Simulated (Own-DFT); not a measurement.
# Slab less bulk: wurtzite GaN, m plane (10-10)

No measurement is shown. These are fixed-geometry runs of a retired plane-wave code named Own-DFT, which no person has reviewed; spin and spin-orbit coupling are neglected.

Limits (not all hold for every row): k mesh not checked against a denser one; forces on such cells passed a denser k mesh, each cell not checked.

Both sets of runs: PBE; PseudoDojo norm-conserving scalar-relativistic files (stringent for Ga); cutoff 96 hartree; Gaussian smearing of 0.01 eV. The slab has 64 atoms in 16 layers, two equal faces of 33.07 Å² as cut, 15 Å of vacuum, a dipole correction along the normal and a 6 x 6 x 1 mesh. The bulk cell has 96 atoms, the same measured lattice constants and a 3 x 4 x 3 mesh. In the slab only the 16 atoms nearest the faces were moved at random; u is their rms move along one axis. Energies are counted from -3520.29 eV for each atom.

```
slab run,u (Å),E (eV, cell)
1,0.0464,8.699
2,0.0464,8.405
3,0.0468,8.504
4,0.0486,8.692
5,0.0488,8.783
6,0.0895,11.547
7,0.0956,10.594
8,0.0984,10.944
9,0.0993,10.977
10,0.1117,11.251
11,0.1118,11.496
12,0.1124,12.134
```

```
bulk run   u (Å)  E (meV/atom)
       1  0.0193          0.06
       2  0.0198          1.56
       3  0.0209          2.98
       4  0.0216          2.77
       5  0.0454         53.38
       6  0.0488         47.97
       7  0.0496         57.61
       8  0.0510         60.27
       9  0.0513         63.38
      10  0.0524         71.60
```

Asked: what is the energy of the unrelaxed surface?

## Working it out

Take each set to u = 0 with E = a + b u². Residuals are scaled by 1/(u² + 0.0006 Å²) to tame the large moves. Slab: a = 7.89 ± 0.11 eV. Bulk: a = -9.7 ± 0.9 meV/atom. The excess is 7.89 - 64 x (-0.0097) = 8.51 ± 0.12 eV. Over two faces that is 129 meV/Å², or 2.06 ± 0.03 J/m². Relaxing the faces would lower the energy, and the unlike meshes and the reach from the smallest u down to zero add errors that aren't counted here.
